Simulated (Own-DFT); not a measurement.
Si3N4 (beta silicon nitride, atoms displaced) (calculated)

Computed with Own-DFT development build. A calculation, not a measurement: plane-wave PBE density functional theory by an unreviewed code, no spin, of a simulated periodic cell, stress positive in tension, free energy of the whole cell less one offset for each atom, forces on such cells passed a denser k mesh, this cell's mesh not checked; offsets are fitted by least squares, one for each functional and potential file, so energies compare only between cells with the same atoms and settings and are not formation energies; the far tail of each file's local potential was reset to the Coulomb form; each entry is a single point on an unrelaxed cell, so the pressure reflects the starting lattice, mostly measured values (interpolated for alloys), from which strain is counted, and rises with the displacements; printed positions are rounded, which can move forces by about a meV/angstrom; the program, named Own-DFT, is a retired in-house code; no spin-orbit coupling.

Settings shared by all entries: functional PBE; potential files PseudoDojo norm-conserving, scalar-relativistic, standard set; wave cutoff 42 hartree; occupations Fermi-Dirac; smearing width 0.1 eV; k mesh 3 x 3 x 3 centred on Gamma.

(1) 
```cif
# cell vector a (Å): 7.6060 0.0000 0.0000
# cell vector b (Å): -3.8030 6.5870 0.0000
# cell vector c (Å): 0.0000 0.0000 8.7270
data_Si3N4
_symmetry_space_group_name_H-M 'P 1'
_symmetry_Int_Tables_number 1
_cell_length_a 7.6060
_cell_length_b 7.6060
_cell_length_c 8.7270
_cell_angle_alpha 90.000
_cell_angle_beta 90.000
_cell_angle_gamma 120.000
_cell_volume 437.23
loop_
_atom_site_label
_atom_site_type_symbol
_atom_site_fract_x
_atom_site_fract_y
_atom_site_fract_z
_atom_site_occupancy
Si1 Si 0.18768 0.77834 0.08517 1
Si2 Si 0.23129 0.40326 0.07944 1
Si3 Si 0.59800 0.82478 0.08113 1
Si4 Si 0.82154 0.22888 0.25387 1
Si5 Si 0.76664 0.59897 0.24643 1
Si6 Si 0.41480 0.18130 0.23848 1
N1 N 0.32438 0.02935 0.08264 1
N2 N 0.97849 0.30720 0.09080 1
N3 N 0.69316 0.65751 0.08091 1
N4 N 0.68576 0.97235 0.26400 1
N5 N 0.03175 0.70000 0.24338 1
N6 N 0.29828 0.32969 0.25300 1
N7 N 0.33297 0.65751 0.08639 1
N8 N 0.67043 0.33865 0.26181 1
Si7 Si 0.16994 0.75866 0.41416 1
Si8 Si 0.21277 0.39540 0.41723 1
Si9 Si 0.58590 0.82210 0.42731 1
Si10 Si 0.82914 0.23428 0.58911 1
Si11 Si 0.77179 0.60553 0.58681 1
Si12 Si 0.40780 0.17750 0.57733 1
N9 N 0.33292 0.03014 0.41586 1
N10 N 0.95258 0.28376 0.40521 1
N11 N 0.70144 0.67157 0.41851 1
N12 N 0.67545 0.97752 0.58309 1
N13 N 0.02557 0.69724 0.58627 1
N14 N 0.30363 0.34513 0.58758 1
N15 N 0.32473 0.66824 0.42348 1
N16 N 0.65072 0.31823 0.58536 1
Si13 Si 0.17923 0.77187 0.74951 1
Si14 Si 0.23136 0.40208 0.73558 1
Si15 Si 0.60336 0.83909 0.74711 1
Si16 Si 0.81916 0.22845 0.92231 1
Si17 Si 0.77435 0.60203 0.92265 1
Si18 Si 0.39647 0.17170 0.92639 1
N17 N 0.32564 0.03177 0.74208 1
N18 N 0.97878 0.30625 0.75389 1
N19 N 0.69839 0.67779 0.75049 1
N20 N 0.67415 0.97374 0.91657 1
N21 N 0.03829 0.69851 0.91588 1
N22 N 0.30260 0.33399 0.92703 1
N23 N 0.34237 0.67958 0.75195 1
N24 N 0.65796 0.32509 0.92198 1
_calc_free_energy_of_cell_above_offsets '-3.675'  # eV
_calc_pressure 7.82  # GPa
_calc_stress_xx -8.7  # GPa
_calc_stress_yy -6.33  # GPa
_calc_stress_zz -8.42  # GPa
_calc_stress_yz -0.93  # GPa
_calc_stress_xz 1.23  # GPa
_calc_stress_xy -0.22  # GPa
```

Force:
| element | x (eV/Å) | y (eV/Å) | z (eV/Å) |
| --- | --- | --- | --- |
| Si | -0.413 | -3.667 | -0.723 |
| Si | -0.604 | 0.327 | 3.009 |
| Si | -0.645 | -0.12 | 1.829 |
| Si | -1.272 | -0.073 | -3.717 |
| Si | 1.34 | -0.468 | 1.899 |
| Si | -1.115 | -0.09 | 4.32 |
| N | 0.66 | 0.357 | 0.672 |
| N | -2.653 | -1.654 | -1.183 |
| N | -1.307 | 1.707 | 0.868 |
| N | -1.178 | -2.296 | -3.038 |
| N | -0.608 | -0.011 | 0.897 |
| N | 0.23 | -0.08 | -0.516 |
| N | 0.097 | 3.299 | -0.017 |
| N | -0.226 | -0.216 | -1.295 |
| Si | -2.443 | 2.605 | 0.472 |
| Si | 1.261 | 1.133 | -0.969 |
| Si | 0.621 | 0.126 | -1.597 |
| Si | -1.529 | 0.619 | -1.274 |
| Si | -0.148 | -2.6 | -0.329 |
| Si | -2.174 | -1.787 | 0.453 |
| N | -0.494 | -0.569 | -1.56 |
| N | 3.213 | 2.5 | 6.41 |
| N | -0.599 | 0.253 | -0.234 |
| N | 0.268 | -0.575 | 0.713 |
| N | 0.854 | 0.01 | -0.771 |
| N | 2.819 | -2.537 | -5.579 |
| N | 2.323 | -2.21 | -0.251 |
| N | 3.577 | 4.788 | 0.465 |
| Si | -0.143 | 0.116 | -0.379 |
| Si | -1.468 | 3.748 | 7.755 |
| Si | -1.135 | -1.316 | 0.708 |
| Si | 1.426 | 2.299 | 0.369 |
| Si | 1.163 | -1.852 | -2.921 |
| Si | 0.513 | 0.852 | -4.599 |
| N | -0.442 | 0.653 | 2.182 |
| N | -1.796 | -1.071 | -0.262 |
| N | 1.494 | -0.62 | 1.045 |
| N | 0.177 | -0.814 | 0.75 |
| N | -1.102 | 0.13 | 0.864 |
| N | 0.595 | -0.815 | -4.154 |
| N | 0.504 | -1.761 | -0.349 |
| N | 0.359 | 1.679 | 0.036 |

(2) 
```cif
# cell vector a (Å): 7.6060 0.0000 0.0000
# cell vector b (Å): -3.8030 6.5870 0.0000
# cell vector c (Å): 0.0000 0.0000 8.7270
data_Si3N4
_symmetry_space_group_name_H-M 'P 1'
_symmetry_Int_Tables_number 1
_cell_length_a 7.6060
_cell_length_b 7.6060
_cell_length_c 8.7270
_cell_angle_alpha 90.000
_cell_angle_beta 90.000
_cell_angle_gamma 120.000
_cell_volume 437.23
loop_
_atom_site_label
_atom_site_type_symbol
_atom_site_fract_x
_atom_site_fract_y
_atom_site_fract_z
_atom_site_occupancy
Si1 Si 0.18117 0.77346 0.08061 1
Si2 Si 0.22992 0.41054 0.08636 1
Si3 Si 0.58864 0.82927 0.07990 1
Si4 Si 0.82559 0.21397 0.24593 1
Si5 Si 0.77206 0.60636 0.25435 1
Si6 Si 0.40778 0.16692 0.23158 1
N1 N 0.33912 0.02878 0.08648 1
N2 N 0.96889 0.30615 0.08498 1
N3 N 0.69035 0.65808 0.08534 1
N4 N 0.66887 0.95975 0.25042 1
N5 N 0.03438 0.70553 0.26145 1
N6 N 0.30097 0.33363 0.23959 1
N7 N 0.34339 0.66733 0.08595 1
N8 N 0.68349 0.35072 0.23964 1
Si7 Si 0.17331 0.77120 0.40910 1
Si8 Si 0.22616 0.39324 0.41975 1
Si9 Si 0.60552 0.82522 0.43019 1
Si10 Si 0.81632 0.22675 0.58470 1
Si11 Si 0.77187 0.59249 0.58301 1
Si12 Si 0.39694 0.17202 0.58672 1
N9 N 0.33384 0.02453 0.41860 1
N10 N 0.96464 0.30399 0.42076 1
N11 N 0.70205 0.67749 0.42826 1
N12 N 0.67434 0.98089 0.57432 1
N13 N 0.04894 0.70811 0.58272 1
N14 N 0.31175 0.34190 0.58556 1
N15 N 0.32891 0.65690 0.41728 1
N16 N 0.67311 0.33486 0.57108 1
Si13 Si 0.20037 0.78456 0.75815 1
Si14 Si 0.23502 0.40146 0.75058 1
Si15 Si 0.60717 0.83672 0.74949 1
Si16 Si 0.81450 0.22189 0.92222 1
Si17 Si 0.76896 0.58535 0.90886 1
Si18 Si 0.39772 0.17940 0.91403 1
N17 N 0.34708 0.03215 0.75310 1
N18 N 0.97181 0.29326 0.75123 1
N19 N 0.69945 0.66109 0.76206 1
N20 N 0.67345 0.96394 0.92444 1
N21 N 0.03271 0.70748 0.91621 1
N22 N 0.29938 0.32216 0.91200 1
N23 N 0.33737 0.67301 0.75305 1
N24 N 0.66048 0.33218 0.92269 1
_calc_free_energy_of_cell_above_offsets '-2.225'  # eV
_calc_pressure 8.67  # GPa
_calc_stress_xx -4.96  # GPa
_calc_stress_yy -11.91  # GPa
_calc_stress_zz -9.15  # GPa
_calc_stress_yz -1.2  # GPa
_calc_stress_xz -3.48  # GPa
_calc_stress_xy 2.39  # GPa
```

Force:
| element | x (eV/Å) | y (eV/Å) | z (eV/Å) |
| --- | --- | --- | --- |
| Si | -0.771 | -2.318 | 1.615 |
| Si | 0.298 | -0.417 | -1.653 |
| Si | 3.466 | -2.695 | 2.976 |
| Si | -1.868 | 3.081 | 2.28 |
| Si | 0.363 | -1.097 | -0.831 |
| Si | 0.731 | 5.471 | 7.577 |
| N | -0.3 | -2.054 | -5.48 |
| N | 0.781 | -0.325 | -1.18 |
| N | -0.226 | 1.453 | -1.045 |
| N | 0.053 | 0.287 | 0.539 |
| N | -1.85 | -0.339 | -5.624 |
| N | 1.285 | -1.978 | 2.64 |
| N | -3.708 | -0.172 | -0.635 |
| N | -0.654 | -3.577 | 0.556 |
| Si | 3.603 | -0.509 | 4.715 |
| Si | -1.124 | 1.977 | -1.919 |
| Si | -4.694 | -1.39 | -4.436 |
| Si | 2.254 | 3.595 | -0.209 |
| Si | 2.241 | 0.697 | 1.477 |
| Si | 2.551 | 0.256 | -2.285 |
| N | -0.308 | 2.764 | -1.191 |
| N | 1.374 | -1.013 | -1.068 |
| N | 2.435 | -1.427 | -1.077 |
| N | 0.083 | -2.394 | 4.293 |
| N | -2.293 | -0.486 | 1.745 |
| N | 0.449 | -1.262 | 0.066 |
| N | 1.17 | 1.249 | 0.104 |
| N | -2.814 | -0.299 | 1.233 |
| Si | -3.792 | -3.407 | -2.291 |
| Si | -1.974 | 1.813 | -0.012 |
| Si | -0.341 | -2.085 | 0.196 |
| Si | 1 | 2.28 | -0.983 |
| Si | 0.619 | 0.887 | 5.391 |
| Si | 3.842 | -1.514 | 1.076 |
| N | -0.369 | 2.294 | 0.051 |
| N | -1.222 | -0.711 | 0.557 |
| N | -2.269 | 2.026 | -5.136 |
| N | -0.211 | 1.847 | -2.966 |
| N | 1.086 | 0.392 | 0.179 |
| N | -3.4 | 2.034 | 1.428 |
| N | 3.416 | -1.133 | 0.245 |
| N | 1.086 | -1.797 | -0.917 |

(3) 
```cif
# cell vector a (Å): 7.6060 0.0000 0.0000
# cell vector b (Å): -3.8030 6.5870 0.0000
# cell vector c (Å): 0.0000 0.0000 8.7270
data_Si3N4
_symmetry_space_group_name_H-M 'P 1'
_symmetry_Int_Tables_number 1
_cell_length_a 7.6060
_cell_length_b 7.6060
_cell_length_c 8.7270
_cell_angle_alpha 90.000
_cell_angle_beta 90.000
_cell_angle_gamma 120.000
_cell_volume 437.23
loop_
_atom_site_label
_atom_site_type_symbol
_atom_site_fract_x
_atom_site_fract_y
_atom_site_fract_z
_atom_site_occupancy
Si1 Si 0.18724 0.77363 0.08418 1
Si2 Si 0.23945 0.40685 0.08450 1
Si3 Si 0.60116 0.83056 0.06874 1
Si4 Si 0.82334 0.23247 0.23994 1
Si5 Si 0.76838 0.58257 0.25547 1
Si6 Si 0.39123 0.16624 0.25411 1
N1 N 0.33896 0.03956 0.08633 1
N2 N 0.96319 0.30128 0.07760 1
N3 N 0.68156 0.67440 0.08473 1
N4 N 0.64943 0.96385 0.23880 1
N5 N 0.03040 0.70370 0.24571 1
N6 N 0.30777 0.35128 0.25091 1
N7 N 0.33473 0.66829 0.08671 1
N8 N 0.67180 0.33873 0.24571 1
Si7 Si 0.16702 0.75893 0.41687 1
Si8 Si 0.22996 0.40852 0.41133 1
Si9 Si 0.59828 0.83182 0.41344 1
Si10 Si 0.82440 0.22802 0.58028 1
Si11 Si 0.77407 0.59658 0.58402 1
Si12 Si 0.41922 0.18363 0.58230 1
N9 N 0.32696 0.02860 0.40851 1
N10 N 0.96971 0.29989 0.41852 1
N11 N 0.67896 0.65388 0.42085 1
N12 N 0.66333 0.95711 0.59487 1
N13 N 0.01935 0.68890 0.58245 1
N14 N 0.29667 0.33726 0.57961 1
N15 N 0.33899 0.66347 0.42217 1
N16 N 0.65962 0.34189 0.57978 1
Si13 Si 0.16582 0.76185 0.74563 1
Si14 Si 0.23301 0.39472 0.75964 1
Si15 Si 0.60194 0.83372 0.74828 1
Si16 Si 0.82860 0.22807 0.90888 1
Si17 Si 0.77496 0.60053 0.92527 1
Si18 Si 0.40689 0.18017 0.91615 1
N17 N 0.31469 0.02257 0.75785 1
N18 N 0.96457 0.29555 0.75602 1
N19 N 0.70663 0.67079 0.74667 1
N20 N 0.68983 0.98962 0.90942 1
N21 N 0.04082 0.71031 0.91141 1
N22 N 0.30644 0.32497 0.91758 1
N23 N 0.34243 0.66557 0.74816 1
N24 N 0.65997 0.32736 0.91658 1
_calc_free_energy_of_cell_above_offsets '-2.575'  # eV
_calc_pressure 8.36  # GPa
_calc_stress_xx -6.38  # GPa
_calc_stress_yy -9.94  # GPa
_calc_stress_zz -8.75  # GPa
_calc_stress_yz 2.14  # GPa
_calc_stress_xz 1.79  # GPa
_calc_stress_xy 0.02  # GPa
```

Force:
| element | x (eV/Å) | y (eV/Å) | z (eV/Å) |
| --- | --- | --- | --- |
| Si | -1.482 | 0.414 | -1.031 |
| Si | -2.163 | 0.825 | -1.243 |
| Si | -3.69 | 1.717 | 1.25 |
| Si | -0.104 | -1.105 | 1.355 |
| Si | -2.706 | 3.462 | -0.473 |
| Si | 1.17 | 3.332 | -2.09 |
| N | -0.642 | -1.303 | -0.621 |
| N | 2.675 | 0.898 | 0.23 |
| N | 6.148 | -3.499 | 0.037 |
| N | 1.231 | 2.086 | 1.723 |
| N | -0.005 | -0.155 | 0.494 |
| N | 2.221 | -2.902 | -0.516 |
| N | 0.89 | -0.141 | -0.947 |
| N | -1.291 | -2.953 | 0.355 |
| Si | 1.624 | 0.608 | -0.419 |
| Si | 0.143 | 0.419 | 2.659 |
| Si | -0.431 | -1.472 | 0.016 |
| Si | -0.681 | 0.089 | 1.546 |
| Si | -3.661 | 0.075 | -0.081 |
| Si | -4.681 | -2.625 | 0.548 |
| N | -0.002 | -1.284 | 3.751 |
| N | -1.005 | -0.729 | -1.764 |
| N | 1.886 | 0.901 | -1.078 |
| N | 0.049 | 5.247 | -6.602 |
| N | 2.809 | 1.339 | -0.883 |
| N | 1.608 | -1.971 | 1.087 |
| N | -2.732 | 1.773 | -0.463 |
| N | 4.682 | -1.232 | 0.033 |
| Si | 2.791 | 0.449 | 0.206 |
| Si | -1.425 | 2.211 | -3.427 |
| Si | 0.296 | -4.251 | 3.635 |
| Si | -2.616 | 4.031 | 2.916 |
| Si | -0.532 | -0.825 | -1.76 |
| Si | 2.126 | -2.854 | 0.362 |
| N | 0.786 | 1.677 | -2.573 |
| N | 2.252 | 1.495 | -3.88 |
| N | -0.368 | 0.621 | 2.099 |
| N | -0.762 | -6.525 | 0.456 |
| N | -1.616 | -1.219 | 2.913 |
| N | -2.744 | 1.658 | 1.507 |
| N | -1.78 | -0.472 | 0.794 |
| N | 1.733 | 2.192 | -0.12 |

(4) 
```cif
# cell vector a (Å): 7.6060 0.0000 0.0000
# cell vector b (Å): -3.8030 6.5870 0.0000
# cell vector c (Å): 0.0000 0.0000 8.7270
data_Si3N4
_symmetry_space_group_name_H-M 'P 1'
_symmetry_Int_Tables_number 1
_cell_length_a 7.6060
_cell_length_b 7.6060
_cell_length_c 8.7270
_cell_angle_alpha 90.000
_cell_angle_beta 90.000
_cell_angle_gamma 120.000
_cell_volume 437.23
loop_
_atom_site_label
_atom_site_type_symbol
_atom_site_fract_x
_atom_site_fract_y
_atom_site_fract_z
_atom_site_occupancy
Si1 Si 0.17366 0.75950 0.08523 1
Si2 Si 0.23177 0.41263 0.08775 1
Si3 Si 0.60006 0.82168 0.07850 1
Si4 Si 0.83053 0.24579 0.25215 1
Si5 Si 0.77479 0.58562 0.25612 1
Si6 Si 0.40184 0.18659 0.24876 1
N1 N 0.33194 0.03483 0.08159 1
N2 N 0.97740 0.31085 0.08578 1
N3 N 0.69332 0.66350 0.08398 1
N4 N 0.66538 0.96508 0.25280 1
N5 N 0.03557 0.70243 0.24535 1
N6 N 0.29252 0.31843 0.25271 1
N7 N 0.32534 0.66077 0.08658 1
N8 N 0.65201 0.32605 0.25156 1
Si7 Si 0.17892 0.76543 0.42652 1
Si8 Si 0.22709 0.40088 0.41310 1
Si9 Si 0.60907 0.82897 0.41436 1
Si10 Si 0.82074 0.23138 0.57284 1
Si11 Si 0.76950 0.59722 0.58595 1
Si12 Si 0.40819 0.16754 0.57406 1
N9 N 0.32595 0.03355 0.41612 1
N10 N 0.97251 0.29185 0.40614 1
N11 N 0.68555 0.65459 0.42339 1
N12 N 0.66247 0.95816 0.58295 1
N13 N 0.01339 0.68854 0.58093 1
N14 N 0.29399 0.32437 0.59406 1
N15 N 0.33285 0.67361 0.41460 1
N16 N 0.66007 0.33247 0.58381 1
Si13 Si 0.18727 0.78084 0.74567 1
Si14 Si 0.22409 0.39938 0.76032 1
Si15 Si 0.59636 0.82022 0.75163 1
Si16 Si 0.81418 0.22734 0.91969 1
Si17 Si 0.75579 0.58353 0.91431 1
Si18 Si 0.40216 0.18215 0.91720 1
N17 N 0.32226 0.02951 0.74412 1
N18 N 0.97421 0.30175 0.75695 1
N19 N 0.68847 0.66305 0.75190 1
N20 N 0.66825 0.96663 0.92184 1
N21 N 0.02219 0.69488 0.91286 1
N22 N 0.31467 0.33601 0.91745 1
N23 N 0.33112 0.67266 0.74793 1
N24 N 0.65384 0.32564 0.92217 1
_calc_free_energy_of_cell_above_offsets '-3.821'  # eV
_calc_pressure 7.91  # GPa
_calc_stress_xx -12.82  # GPa
_calc_stress_yy -7.37  # GPa
_calc_stress_zz -3.54  # GPa
_calc_stress_yz 0.97  # GPa
_calc_stress_xz 0.13  # GPa
_calc_stress_xy 2.4  # GPa
```

Force:
| element | x (eV/Å) | y (eV/Å) | z (eV/Å) |
| --- | --- | --- | --- |
| Si | -1.695 | 2.448 | -2.454 |
| Si | 1.724 | -1.718 | -0.833 |
| Si | -1.967 | 0.002 | 2.923 |
| Si | -1.064 | -3.077 | -2.547 |
| Si | -1.962 | 1.666 | -1.004 |
| Si | 2.076 | -5.388 | -0.538 |
| N | -0.315 | -1.107 | 0.417 |
| N | -2.216 | -1.405 | -0.464 |
| N | 1.467 | -1.055 | 0.669 |
| N | 0.716 | 1.831 | -1.765 |
| N | -1.128 | -0.918 | 2.925 |
| N | -3.388 | 2.938 | -0.79 |
| N | 2.649 | 1.662 | -0.355 |
| N | 3.177 | 1.717 | 0.231 |
| Si | -2.168 | 1.2 | -2.285 |
| Si | 1.711 | 1.822 | 2.997 |
| Si | -2.401 | -1.427 | 0.222 |
| Si | 0.977 | -0.508 | 2.596 |
| Si | -2.349 | -1.78 | 0.577 |
| Si | -2.479 | 1.556 | 2.868 |
| N | -0.012 | -1.53 | -1.521 |
| N | -1.307 | 0.124 | 2.728 |
| N | 1.197 | 0.054 | -1.76 |
| N | 0.617 | 2.7 | 0.238 |
| N | 3.904 | 2.021 | 0.534 |
| N | -0.187 | 0.158 | -2.386 |
| N | 2.618 | -2.148 | 0.108 |
| N | 1.994 | 0.235 | -0.205 |
| Si | -2.943 | -2.996 | 1.409 |
| Si | 1.241 | 1.838 | -1.982 |
| Si | -2.205 | 0.814 | -0.043 |
| Si | 1.489 | 1.079 | -0.151 |
| Si | 1.396 | 1.21 | 0.981 |
| Si | 1.406 | -4.309 | -0.476 |
| N | 0.536 | 2.235 | 0.697 |
| N | -3.218 | -1.707 | -1.107 |
| N | 1.468 | -0.694 | -0.339 |
| N | 0.173 | 0.344 | -1.765 |
| N | 0.715 | 0.468 | 0.193 |
| N | -4.004 | 2.326 | 1.483 |
| N | 1.855 | -1.441 | 0.449 |
| N | 1.904 | 0.761 | -0.476 |

(5) 
```cif
# cell vector a (Å): 7.6060 0.0000 0.0000
# cell vector b (Å): -3.8030 6.5870 0.0000
# cell vector c (Å): 0.0000 0.0000 8.7270
data_Si3N4
_symmetry_space_group_name_H-M 'P 1'
_symmetry_Int_Tables_number 1
_cell_length_a 7.6060
_cell_length_b 7.6060
_cell_length_c 8.7270
_cell_angle_alpha 90.000
_cell_angle_beta 90.000
_cell_angle_gamma 120.000
_cell_volume 437.23
loop_
_atom_site_label
_atom_site_type_symbol
_atom_site_fract_x
_atom_site_fract_y
_atom_site_fract_z
_atom_site_occupancy
Si1 Si 0.16333 0.77698 0.08977 1
Si2 Si 0.22664 0.40032 0.08485 1
Si3 Si 0.59263 0.82157 0.08369 1
Si4 Si 0.83031 0.24035 0.24777 1
Si5 Si 0.78078 0.59285 0.24964 1
Si6 Si 0.38938 0.16803 0.25103 1
N1 N 0.34701 0.04451 0.07944 1
N2 N 0.97071 0.29938 0.07884 1
N3 N 0.69908 0.66622 0.09087 1
N4 N 0.67312 0.96905 0.24812 1
N5 N 0.03157 0.70179 0.25630 1
N6 N 0.30333 0.33666 0.25308 1
N7 N 0.34070 0.65649 0.07453 1
N8 N 0.65449 0.32839 0.25868 1
Si7 Si 0.17480 0.77363 0.41357 1
Si8 Si 0.22282 0.41753 0.41282 1
Si9 Si 0.58965 0.82288 0.41847 1
Si10 Si 0.82756 0.23237 0.59647 1
Si11 Si 0.77443 0.60115 0.59142 1
Si12 Si 0.40712 0.18133 0.57354 1
N9 N 0.32827 0.02607 0.40101 1
N10 N 0.96919 0.30023 0.42273 1
N11 N 0.70703 0.67872 0.41197 1
N12 N 0.66677 0.96833 0.58593 1
N13 N 0.03554 0.70008 0.59524 1
N14 N 0.30021 0.33994 0.58711 1
N15 N 0.33759 0.66727 0.41007 1
N16 N 0.66564 0.33138 0.57924 1
Si13 Si 0.17091 0.77029 0.74632 1
Si14 Si 0.22149 0.40357 0.74342 1
Si15 Si 0.59588 0.82713 0.73707 1
Si16 Si 0.83870 0.23448 0.92186 1
Si17 Si 0.77948 0.60211 0.91930 1
Si18 Si 0.39719 0.16545 0.92652 1
N17 N 0.32529 0.02607 0.75180 1
N18 N 0.95656 0.29053 0.75246 1
N19 N 0.69518 0.65757 0.75383 1
N20 N 0.66838 0.96451 0.91223 1
N21 N 0.03669 0.71049 0.91689 1
N22 N 0.31057 0.32909 0.91973 1
N23 N 0.35178 0.68512 0.75846 1
N24 N 0.66919 0.33899 0.92052 1
_calc_free_energy_of_cell_above_offsets '-2.216'  # eV
_calc_pressure 8.67  # GPa
_calc_stress_xx -6.85  # GPa
_calc_stress_yy -7.04  # GPa
_calc_stress_zz -12.13  # GPa
_calc_stress_yz 1.04  # GPa
_calc_stress_xz -1.92  # GPa
_calc_stress_xy -3.59  # GPa
```

Force:
| element | x (eV/Å) | y (eV/Å) | z (eV/Å) |
| --- | --- | --- | --- |
| Si | 4.47 | 0.011 | -2.51 |
| Si | 2.344 | 0.821 | -1.207 |
| Si | 0.649 | 0.572 | -0.898 |
| Si | -1.807 | -2.279 | 1.219 |
| Si | -4.775 | -1.386 | 0.742 |
| Si | 1.718 | 3.6 | -2.468 |
| N | -1.145 | -5.652 | 5.446 |
| N | 0.862 | 0.769 | 3.016 |
| N | 1.455 | 0.347 | -1.174 |
| N | -0.228 | 1.036 | 0.637 |
| N | 0.762 | -0.01 | -1.176 |
| N | -1.245 | -0.56 | 0.199 |
| N | -3.994 | 1.437 | 1.131 |
| N | 2.026 | 0.754 | -0.49 |
| Si | 1.496 | -1.145 | 2.902 |
| Si | 2.982 | -2.289 | 0.984 |
| Si | 1.909 | 1.546 | -1.553 |
| Si | -2.77 | -1.155 | -4.493 |
| Si | -0.707 | -1.512 | -2.304 |
| Si | -0.214 | -0.798 | 2.427 |
| N | -0.48 | -0.464 | 4.387 |
| N | -1.094 | -0.117 | -0.548 |
| N | 1.267 | -0.56 | 2.028 |
| N | 0.326 | 1.749 | -2.887 |
| N | -1.522 | -0.937 | -5.288 |
| N | 0.536 | -0.903 | -3.009 |
| N | -2.754 | 1.62 | 0.417 |
| N | 0.367 | 0.881 | 0.298 |
| Si | 4.075 | 1.71 | 3.885 |
| Si | 1.87 | 1.941 | 3.646 |
| Si | 1.939 | -0.664 | 5.068 |
| Si | -5.45 | -2.674 | -1.277 |
| Si | -2.014 | -1.947 | 0.865 |
| Si | 2.18 | 4.038 | -6.881 |
| N | -0.202 | 1.964 | -1.348 |
| N | 3.672 | 2.253 | 1.191 |
| N | -0.961 | 1.802 | -0.486 |
| N | 0.849 | 1.343 | 0.56 |
| N | -0.107 | -0.168 | 0.822 |
| N | -3.581 | 0.818 | -0.772 |
| N | -4.217 | -4.791 | -1.18 |
| N | 1.511 | -1 | 0.081 |
